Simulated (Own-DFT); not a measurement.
# Computed records: Hf7Si13 (HfSi2 crystal with substituted atoms, atoms displaced)

All values are calculated (Own-DFT development build). A calculation, not a measurement: plane-wave density functional theory by an unreviewed code, no spin, of a simulated periodic cell, stress positive in tension, run twice, with PBE and with PBEsol, both on files made for PBE, so the change isn't that of files made for PBEsol, hafnium file: forces about 75 meV/angstrom off all-electron values; forces on such cells moved up to 12 meV/angstrom on a denser k mesh; the far tail of each file's local potential was reset to the Coulomb form; each entry is a single point on an unrelaxed cell, so the pressure reflects the starting lattice, taken from the Materials Project, from which strain is counted, and rises with the displacements; printed positions are rounded, which can move forces by about a meV/angstrom; the program, named Own-DFT, is a retired in-house code; no spin-orbit coupling; stress was not checked against mesh or cutoff.

Common to all runs: functional PBE, then PBEsol; potential files PseudoDojo norm-conserving, scalar-relativistic, standard set; wave cutoff 42 hartree; occupations cold (Marzari-Vanderbilt); smearing width 0.2 eV; k mesh 4 x 4 x 4 centred on Gamma.

(1) 
```cif
# cell vector a (Å): -7.2972 7.0724 -1.7824
# cell vector b (Å): 3.6486 7.0873 5.7379
# cell vector c (Å): 3.6486 3.5213 -8.4115
data_Hf7Si13
_symmetry_space_group_name_H-M 'P 1'
_symmetry_Int_Tables_number 1
_cell_length_a 10.3172
_cell_length_b 9.8217
_cell_length_c 9.8217
_cell_angle_alpha 95.948
_cell_angle_beta 82.474
_cell_angle_gamma 82.474
_cell_volume 970.77
loop_
_atom_site_label
_atom_site_type_symbol
_atom_site_fract_x
_atom_site_fract_y
_atom_site_fract_z
_atom_site_occupancy
Hf1 Hf 0.52334 0.54675 0.75091 1
Hf2 Hf 0.27420 0.25930 0.04419 1
Si1 Si 0.42528 0.30197 0.79561 1
Si2 Si 0.37802 0.50902 0.00313 1
Si3 Si 0.27453 0.59725 0.70622 1
Si4 Si 0.52573 0.20605 0.09763 1
Hf3 Hf 0.72688 0.74149 0.95825 1
Hf4 Hf 0.47415 0.46679 0.24402 1
Si5 Si 0.62450 0.49989 0.99657 1
Si6 Si 0.57605 0.69979 0.20066 1
Si7 Si 0.47288 0.79823 0.90604 1
Si8 Si 0.72434 0.40322 0.29594 1
Hf5 Hf 0.92318 0.94708 0.16552 1
Hf6 Hf 0.66997 0.65576 0.44215 1
Si9 Si 0.82654 0.70118 0.19900 1
Si10 Si 0.77802 0.89818 0.40080 1
Si11 Si 0.67496 0.99642 0.09959 1
Si12 Si 0.92263 0.60239 0.49844 1
Hf7 Hf 0.02217 0.54415 0.75302 1
Hf8 Hf 0.77552 0.25590 0.04751 1
Si13 Si 0.92173 0.29662 0.80420 1
Hf9 Hf 0.87848 0.50016 0.99518 1
Si14 Si 0.77626 0.59256 0.70099 1
Si15 Si 0.02662 0.20007 0.09666 1
Hf10 Hf 0.22399 0.74990 0.95739 1
Hf11 Hf 0.97198 0.45959 0.24000 1
Si16 Si 0.12518 0.50061 0.99897 1
Si17 Si 0.07556 0.69819 0.20473 1
Si18 Si 0.97467 0.80336 0.91047 1
Si19 Si 0.22739 0.39891 0.29108 1
Hf12 Hf 0.42270 0.94360 0.15367 1
Hf13 Hf 0.17039 0.66066 0.45000 1
Si20 Si 0.32159 0.70031 0.20359 1
Si21 Si 0.27096 0.90172 0.40299 1
Si22 Si 0.17325 0.99790 0.10309 1
Si23 Si 0.42886 0.60081 0.49572 1
Hf14 Hf 0.62155 0.14114 0.35355 1
Hf15 Hf 0.37026 0.86039 0.64534 1
Si24 Si 0.52951 0.89709 0.39563 1
Si25 Si 0.47396 0.09561 0.60153 1
Si26 Si 0.37426 0.19957 0.30525 1
Si27 Si 0.62922 0.80584 0.69580 1
Hf16 Hf 0.82482 0.34707 0.56313 1
Hf17 Hf 0.57765 0.05226 0.84309 1
Si28 Si 0.72843 0.09943 0.60512 1
Si29 Si 0.67412 0.30509 0.80072 1
Si30 Si 0.57712 0.39184 0.50228 1
Si31 Si 0.82194 0.99982 0.89240 1
Hf18 Hf 0.12254 0.14314 0.35358 1
Hf19 Hf 0.87683 0.85448 0.64050 1
Si32 Si 0.02802 0.89869 0.39708 1
Si33 Si 0.97195 0.10099 0.60117 1
Si34 Si 0.87638 0.19453 0.30342 1
Si35 Si 0.12410 0.80606 0.69629 1
Hf20 Hf 0.32601 0.34481 0.55598 1
Hf21 Hf 0.07546 0.05376 0.84710 1
Si36 Si 0.22611 0.10452 0.59977 1
Si37 Si 0.17395 0.30077 0.79827 1
Si38 Si 0.07389 0.40277 0.50432 1
Si39 Si 0.32561 0.00431 0.90149 1
_calc_PBE_pressure 4.71  # GPa
_calc_PBE_stress_xx -4.72  # GPa
_calc_PBE_stress_yy -5.51  # GPa
_calc_PBE_stress_zz -3.89  # GPa
_calc_PBE_stress_yz 0.59  # GPa
_calc_PBE_stress_xz -0.13  # GPa
_calc_PBE_stress_xy -0.21  # GPa
_calc_PBEsol_pressure 1.36  # GPa
_calc_PBEsol_stress_xx -1.72  # GPa
_calc_PBEsol_stress_yy -2.07  # GPa
_calc_PBEsol_stress_zz -0.29  # GPa
_calc_PBEsol_stress_yz 0.63  # GPa
_calc_PBEsol_stress_xz -0.14  # GPa
_calc_PBEsol_stress_xy -0.21  # GPa
_calc_rms_change_of_force_components_from_PBE_to_PBEsol 0.029  # eV/angstrom
```

Force:
```csv
force element,PBE force x (eV/Å),PBE force y (eV/Å),PBE force z (eV/Å),PBEsol force x (eV/Å),PBEsol force y (eV/Å),PBEsol force z (eV/Å)
Hf,0.024,0.147,-0.285,0.017,0.152,-0.254
Hf,-0.642,-0.052,-0.015,-0.63,-0.063,-0.055
Si,0.04,0.034,-0.37,0.047,0.037,-0.361
Si,-0.059,-0.643,0.134,-0.057,-0.646,0.137
Si,0.058,-0.076,0.185,0.053,-0.086,0.131
Si,0.145,-0.188,0.183,0.142,-0.17,0.236
Hf,1.336,0.175,1.928,1.259,0.166,1.868
Hf,-0.424,-1.089,-0.946,-0.422,-1.085,-0.962
Si,0.611,-0.308,-0.051,0.576,-0.26,-0.068
Si,0.163,0.061,0.285,0.151,0.045,0.278
Si,-0.654,-0.091,0.067,-0.65,-0.104,0.01
Si,-0.219,0.168,0.234,-0.212,0.181,0.297
Hf,-0.617,-0.332,0.771,-0.616,-0.316,0.793
Hf,-0.335,0.61,-0.486,-0.331,0.594,-0.511
Si,0.711,0.47,-0.244,0.671,0.433,-0.233
Si,0.314,-0.17,0.056,0.307,-0.164,0.055
Si,0.282,0.249,-0.156,0.284,0.231,-0.217
Si,0.027,-0.151,0.647,0.03,-0.128,0.708
Hf,-1.106,1.062,1.005,-1.03,1.032,0.955
Hf,-0.16,-1.573,-0.571,-0.158,-1.507,-0.538
Si,-1.099,-0.729,0.338,-1.056,-0.688,0.321
Hf,0.42,-0.212,0.072,0.417,-0.196,0.09
Si,1.021,0.627,-0.408,1.015,0.598,-0.47
Si,0.736,0.282,0.577,0.729,0.295,0.633
Hf,-0.283,-0.114,-0.242,-0.283,-0.096,-0.203
Hf,-0.28,0.848,-2.269,-0.284,0.803,-2.178
Si,-0.838,0.935,-0.148,-0.796,0.896,-0.147
Si,0.025,0.122,0.481,0.028,0.105,0.476
Si,-0.481,-0.986,-0.227,-0.485,-0.98,-0.29
Si,1.125,0.608,0.08,1.124,0.611,0.146
Hf,0.302,0.51,-0.306,0.298,0.513,-0.263
Hf,-0.979,-0.367,-0.414,-0.964,-0.37,-0.435
Si,0.076,0.337,0.325,0.072,0.344,0.312
Si,-0.195,0.254,0.104,-0.197,0.257,0.1
Si,-0.095,0.048,-0.394,-0.097,0.028,-0.456
Si,1.046,-0.149,0.019,1.035,-0.13,0.072
Hf,-0.262,0.673,-0.251,-0.261,0.673,-0.211
Hf,-0.712,0.004,-0.57,-0.701,-0.004,-0.595
Si,0.563,-0.003,0,0.564,-0.003,-0.001
Si,-0.134,0.258,0.354,-0.141,0.255,0.347
Si,-0.362,-0.42,-0.082,-0.367,-0.431,-0.154
Si,0.148,-0.701,-0.042,0.149,-0.674,0.012
Hf,-0.729,-1.036,0.627,-0.716,-1.012,0.644
Hf,0.751,0.141,0.051,0.742,0.13,0.015
Si,0.116,-0.378,0.555,0.123,-0.385,0.54
Si,-0.014,-0.385,-0.227,-0.022,-0.376,-0.215
Si,0.218,0.049,-0.112,0.223,0.035,-0.17
Si,-0.162,0.792,0.037,-0.157,0.789,0.11
Hf,0.115,0.69,-0.116,0.108,0.685,-0.08
Hf,0.212,0.166,-0.423,0.217,0.16,-0.444
Si,0.325,0.189,-0.166,0.332,0.187,-0.161
Si,-0.22,0.27,-0.138,-0.229,0.271,-0.135
Si,0.862,0.215,-0.108,0.849,0.193,-0.165
Si,0.328,0.083,-0.278,0.327,0.096,-0.218
Hf,0.077,-0.024,0.202,0.076,-0.019,0.228
Hf,-0.179,0.072,0.491,-0.18,0.061,0.446
Si,0.013,-0.367,-0.112,0.013,-0.369,-0.11
Si,0.02,0.036,-0.267,0.03,0.038,-0.263
Si,-0.841,-0.614,0.168,-0.84,-0.616,0.101
Si,-0.127,-0.03,0.449,-0.125,-0.015,0.502
```

(2) 
```cif
# cell vector a (Å): -7.2972 7.0724 -1.7824
# cell vector b (Å): 3.6486 7.0873 5.7379
# cell vector c (Å): 3.6486 3.5213 -8.4115
data_Hf7Si13
_symmetry_space_group_name_H-M 'P 1'
_symmetry_Int_Tables_number 1
_cell_length_a 10.3172
_cell_length_b 9.8217
_cell_length_c 9.8217
_cell_angle_alpha 95.948
_cell_angle_beta 82.474
_cell_angle_gamma 82.474
_cell_volume 970.77
loop_
_atom_site_label
_atom_site_type_symbol
_atom_site_fract_x
_atom_site_fract_y
_atom_site_fract_z
_atom_site_occupancy
Hf1 Hf 0.52251 0.53901 0.75221 1
Hf2 Hf 0.27262 0.25547 0.04385 1
Si1 Si 0.43114 0.29537 0.80312 1
Si2 Si 0.37540 0.50140 0.99791 1
Si3 Si 0.27372 0.59349 0.70372 1
Si4 Si 0.52272 0.20309 0.08791 1
Hf3 Hf 0.72666 0.73863 0.95890 1
Hf4 Hf 0.47534 0.45110 0.24617 1
Si5 Si 0.62099 0.49504 0.00369 1
Si6 Si 0.57867 0.70004 0.19295 1
Si7 Si 0.47043 0.79868 0.90284 1
Si8 Si 0.72445 0.40554 0.30149 1
Hf5 Hf 0.92522 0.94118 0.16007 1
Hf6 Hf 0.67300 0.65199 0.43657 1
Si9 Si 0.82148 0.69762 0.19649 1
Si10 Si 0.77181 0.89938 0.40625 1
Si11 Si 0.67124 0.99711 0.10235 1
Si12 Si 0.92516 0.60324 0.49896 1
Hf7 Hf 0.02622 0.54516 0.76198 1
Hf8 Hf 0.76966 0.25325 0.04708 1
Si13 Si 0.92841 0.29957 0.80332 1
Si14 Si 0.87404 0.50476 0.99877 1
Hf9 Hf 0.77313 0.59645 0.70901 1
Si15 Si 0.02715 0.20463 0.08937 1
Hf10 Hf 0.22597 0.74464 0.95285 1
Hf11 Hf 0.97556 0.45944 0.24668 1
Si16 Si 0.12413 0.49585 0.00363 1
Si17 Si 0.07897 0.70115 0.20076 1
Si18 Si 0.98085 0.79447 0.90151 1
Si19 Si 0.22233 0.40367 0.30234 1
Hf12 Hf 0.42448 0.94830 0.15467 1
Hf13 Hf 0.17888 0.65366 0.44679 1
Si20 Si 0.32393 0.69405 0.20245 1
Si21 Si 0.26995 0.89786 0.40559 1
Si22 Si 0.18174 0.99725 0.10096 1
Si23 Si 0.42805 0.60747 0.49365 1
Hf14 Hf 0.62757 0.14258 0.35641 1
Hf15 Hf 0.37907 0.85545 0.64303 1
Si24 Si 0.51821 0.90055 0.39729 1
Si25 Si 0.48096 0.09929 0.59915 1
Si26 Si 0.37064 0.19374 0.30312 1
Si27 Si 0.62427 0.80772 0.69832 1
Hf16 Hf 0.82653 0.34526 0.55879 1
Hf17 Hf 0.56872 0.05870 0.84402 1
Si28 Si 0.73123 0.09541 0.59525 1
Si29 Si 0.67230 0.29542 0.79755 1
Si30 Si 0.56996 0.39632 0.50794 1
Si31 Si 0.82243 0.99904 0.89493 1
Hf18 Hf 0.12709 0.14273 0.35581 1
Hf19 Hf 0.87875 0.84629 0.64386 1
Si32 Si 0.02171 0.89937 0.39429 1
Si33 Si 0.97262 0.09840 0.60321 1
Si34 Si 0.87394 0.19398 0.30637 1
Si35 Si 0.12043 0.80386 0.69189 1
Hf20 Hf 0.32308 0.34832 0.55615 1
Hf21 Hf 0.07501 0.05799 0.84479 1
Si36 Si 0.22684 0.10166 0.60305 1
Si37 Si 0.17693 0.30303 0.79501 1
Si38 Si 0.07439 0.39414 0.50177 1
Si39 Si 0.32574 0.00526 0.89849 1
_calc_PBE_pressure 4.65  # GPa
_calc_PBE_stress_xx -6.17  # GPa
_calc_PBE_stress_yy -4.88  # GPa
_calc_PBE_stress_zz -2.9  # GPa
_calc_PBE_stress_yz 0.53  # GPa
_calc_PBE_stress_xz 0.01  # GPa
_calc_PBE_stress_xy -0.08  # GPa
_calc_PBEsol_pressure 1.3  # GPa
_calc_PBEsol_stress_xx -3.09  # GPa
_calc_PBEsol_stress_yy -1.43  # GPa
_calc_PBEsol_stress_zz 0.63  # GPa
_calc_PBEsol_stress_yz 0.55  # GPa
_calc_PBEsol_stress_xz 0.01  # GPa
_calc_PBEsol_stress_xy -0.07  # GPa
_calc_rms_change_of_force_components_from_PBE_to_PBEsol 0.03  # eV/angstrom
```

Force:
```csv
force element,PBE force x (eV/Å),PBE force y (eV/Å),PBE force z (eV/Å),PBEsol force x (eV/Å),PBEsol force y (eV/Å),PBEsol force z (eV/Å)
Hf,2.007,-0.438,0.512,1.925,-0.366,0.535
Hf,-0.017,0.466,0.075,-0.026,0.448,0.04
Si,0.514,-0.275,0.708,0.518,-0.283,0.69
Si,0.052,-0.121,-0.274,0.052,-0.126,-0.258
Si,0.071,0.369,0.09,0.067,0.349,0.039
Si,0.655,0.395,-0.556,0.655,0.397,-0.493
Hf,2.168,1.876,0.846,2.067,1.802,0.891
Hf,0.223,-0.031,0.177,0.22,-0.034,0.146
Si,-0.449,0.163,0.579,-0.455,0.161,0.559
Si,0.542,-0.234,-0.584,0.541,-0.229,-0.571
Si,-0.707,0.214,-0.148,-0.701,0.19,-0.208
Si,-0.662,-0.542,-0.05,-0.649,-0.517,0.007
Hf,-0.175,-0.057,1.023,-0.174,-0.047,1.039
Hf,0.45,0.934,-0.007,0.444,0.927,-0.059
Si,-0.206,0.51,-0.24,-0.203,0.521,-0.244
Si,-0.392,-0.313,0.395,-0.396,-0.328,0.392
Si,-0.467,0.072,-0.301,-0.455,0.057,-0.358
Si,-1.292,-0.235,0.726,-1.231,-0.221,0.753
Hf,-1.872,0.766,0.595,-1.79,0.714,0.649
Hf,-0.53,0.494,0.165,-0.522,0.473,0.133
Si,0.412,-0.16,0.306,0.41,-0.162,0.298
Si,-0.139,-0.507,-0.571,-0.136,-0.502,-0.55
Hf,-0.219,-1.496,-4.448,-0.214,-1.463,-4.42
Si,0.954,-0.009,-0.547,0.942,0.003,-0.487
Hf,0.14,0.057,-0.34,0.138,0.065,-0.306
Hf,-0.286,-0.603,-0.255,-0.282,-0.604,-0.285
Si,0.076,0.221,0.39,0.075,0.215,0.377
Si,0.018,-0.295,-0.024,0.027,-0.306,-0.018
Si,0.966,-0.203,0.051,0.954,-0.217,-0.015
Si,-0.781,-0.16,0.285,-0.78,-0.136,0.347
Hf,-0.269,-0.516,-0.479,-0.266,-0.502,-0.433
Hf,0.256,-0.435,0.335,0.256,-0.436,0.3
Si,-0.057,0.365,0.438,-0.059,0.368,0.419
Si,-0.281,0.202,0.416,-0.275,0.196,0.407
Si,1.035,-0.618,-0.159,1.033,-0.619,-0.221
Si,0.322,-0.359,-0.243,0.323,-0.34,-0.187
Hf,0.447,-0.235,0.434,0.441,-0.22,0.454
Hf,0.837,-0.318,-0.031,0.826,-0.323,-0.059
Si,-0.237,0.241,-0.13,-0.242,0.24,-0.131
Si,0.361,-0.274,0.246,0.355,-0.272,0.239
Si,-0.414,0.779,-0.008,-0.417,0.75,-0.058
Si,0.61,-0.155,0.77,0.56,-0.142,0.8
Hf,-1.595,-1.777,0.858,-1.512,-1.689,0.881
Hf,-0.984,-0.06,-0.599,-0.966,-0.063,-0.619
Si,0.542,0.119,-0.177,0.548,0.119,-0.17
Si,-0.228,0.743,-0.06,-0.233,0.742,-0.063
Si,-0.858,0.232,0.15,-0.845,0.214,0.091
Si,0.028,0.261,-0.071,0.023,0.27,-0.012
Hf,0.379,-0.403,0.087,0.373,-0.386,0.115
Hf,0.901,0.969,1.081,0.892,0.914,1.014
Si,-0.001,0.239,-0.588,0.007,0.24,-0.577
Si,-0.262,0.018,-0.031,-0.27,0.028,-0.034
Si,-0.273,0.417,0.164,-0.275,0.395,0.111
Si,-0.74,0.922,-0.377,-0.741,0.916,-0.312
Hf,-0.564,-0.426,-0.168,-0.554,-0.411,-0.131
Hf,-0.359,-0.518,-0.279,-0.354,-0.519,-0.307
Si,-0.182,-0.119,0.14,-0.181,-0.121,0.138
Si,0.146,-0.035,-0.545,0.145,-0.024,-0.529
Si,0.368,0.297,-0.181,0.371,0.274,-0.246
Si,0.02,-0.413,0.431,0.016,-0.38,0.497
```
